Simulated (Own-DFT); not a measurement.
# Response to strain: 2H SiC, 32 atoms (C16Si16)

All numbers below are calculated, not measured. The program, named Own-DFT, is a retired in-house plane-wave density functional code that no person has reviewed. Each row is one single-point run on a periodic cell that was not relaxed, without spin or spin-orbit coupling.

Settings of every run: PBE; PseudoDojo norm-conserving scalar-relativistic files; cutoff 42 hartree; 5 x 5 x 3 k mesh centred on Gamma; Fermi-Dirac smearing of 0.1 eV.

Known limits: forces on such cells passed a denser k mesh, each cell not checked; stress not checked against mesh or cutoff.

Unstrained cell vectors in Å: (6.165, 0.000, 0.000); (-3.083, 5.339, 0.000); (0.000, 0.000, 10.068). The unstrained cell has measured lattice constants (interpolated for alloys), not those of this functional. That, the random moves and any unrelaxed bonds set the pressure at no strain. Each run strains this cell uniformly, with the atoms carried along. Every atom was also moved at random, by a Gaussian of width 0.05 Å on each axis. Strain is the symmetric tensor, in per cent. Stress is positive in tension, and the pressure is minus a third of its trace.

```
run,e_xx (%),e_yy (%),e_zz (%),e_yz (%),e_xz (%),e_xy (%),s_xx (GPa),s_yy (GPa),s_zz (GPa),s_yz (GPa),s_xz (GPa),s_xy (GPa),P (GPa),E (meV/atom)
1,-1.76,0.97,1.36,-0.94,-1.48,1.92,-15.53,-0.57,0.02,-1.84,-7.55,10.72,5.36,55.1
2,0.60,-1.92,-0.71,1.29,0.92,0.88,-4.18,-12.92,-13.42,3.51,3.05,4.53,10.17,23.4
3,-0.46,-0.21,0.23,0.98,0.10,-0.01,-5.18,-8.87,-4.93,3.79,0.16,-1.56,6.33,13.6
4,0.72,1.00,-1.70,-0.44,0.45,0.77,-0.44,-1.82,-14.51,-2.74,-0.62,2.45,5.59,27.5
5,1.34,1.10,-0.01,-0.12,0.17,0.05,3.80,4.32,-9.16,-0.72,0.08,-2.40,0.35,0.0
6,0.96,-0.73,1.75,-0.34,-0.91,1.42,0.38,-6.04,2.10,-1.34,-2.00,6.23,1.19,15.8
7,1.24,-1.90,1.63,0.52,-1.52,1.50,-0.45,-15.08,2.80,2.37,-7.27,6.22,4.24,33.9
8,0.74,-1.16,-1.13,-1.82,0.18,0.05,0.78,-11.74,-18.22,-3.45,0.07,-0.58,9.73,47.3
9,-0.53,-0.59,-0.50,0.82,-0.65,-1.99,-11.19,-8.02,-9.44,3.30,-1.74,-11.71,9.55,26.0
10,-0.50,-1.60,1.45,-1.29,-0.18,-1.86,-9.52,-14.01,0.39,-5.39,1.23,-7.51,7.71,38.8
11,0.91,0.65,-1.54,-1.03,-0.33,-0.03,1.81,0.73,-20.76,-2.91,-2.25,-1.55,6.08,31.5
12,0.60,-1.94,1.51,-0.12,1.54,0.42,-4.00,-11.15,0.57,-0.16,5.74,2.25,4.86,14.5
13,-0.39,1.77,-0.86,-0.77,1.63,1.36,-6.65,4.31,-11.03,-1.61,4.74,6.63,4.46,30.1
14,1.90,1.75,-1.19,-0.41,0.12,0.60,4.64,7.51,-13.07,-0.51,0.39,2.80,0.31,20.8
15,-0.01,0.89,1.54,0.70,-1.44,1.00,-3.74,3.24,0.94,1.76,-4.20,2.89,-0.15,11.4
16,1.71,0.23,-0.68,-0.30,-1.01,0.26,4.26,-1.36,-11.51,-2.37,-2.21,2.86,2.87,24.6
17,0.48,1.37,-0.53,0.56,0.26,-1.02,-0.80,2.76,-10.13,1.17,-0.35,-3.26,2.73,20.8
18,-0.63,0.84,-0.26,1.67,0.16,0.07,?,?,?,?,?,?,?,?
```

E is the free energy for each atom above the lowest run shown.

## Worked fit

Each stress component was fitted by least squares to a constant and the strains of the runs shown, as fractions, with shears doubled. Shear strains stay in the fit of a normal stress only where such slopes are resolved. The slopes, in GPa:

```
stress,at no strain,per e_xx,per e_yy,per e_zz,scatter
s_xx,-5.2,566 ± 46,71 ± 34,-8 ± 38,1.61
s_yy,-4.6,150 ± 50,563 ± 37,79 ± 42,1.76
s_zz,-7.8,-14 ± 55,51 ± 41,609 ± 47,1.96
```

Each shear stress against twice its own strain: yz 146 ± 17, xz 180 ± 17, xy 240 ± 20 GPa. These are stiffnesses along x, y and z of the frame in which the cell vectors are given, which need not be the crystal's axes. The atoms are held to the strained lattice; where symmetry lets them move under strain, relaxing them would lower some slopes. The table should be nearly symmetric about its diagonal, and what it lacks of that shows the noise. A ninth of its sum, 230 ± 7 GPa, estimates the bulk modulus near the mean pressure of these runs, 4.8 GPa, so it lies above the value at zero pressure.

## Withheld run

Question: what normal stresses and pressure should run 18 give?

The fit gives s_xx = -8.1, s_yy = -1.1, s_zz = -8.8 and P = 6.0 GPa. The calculation gave -6.07, 0.43, -9.39 and P = 5.01 GPa.
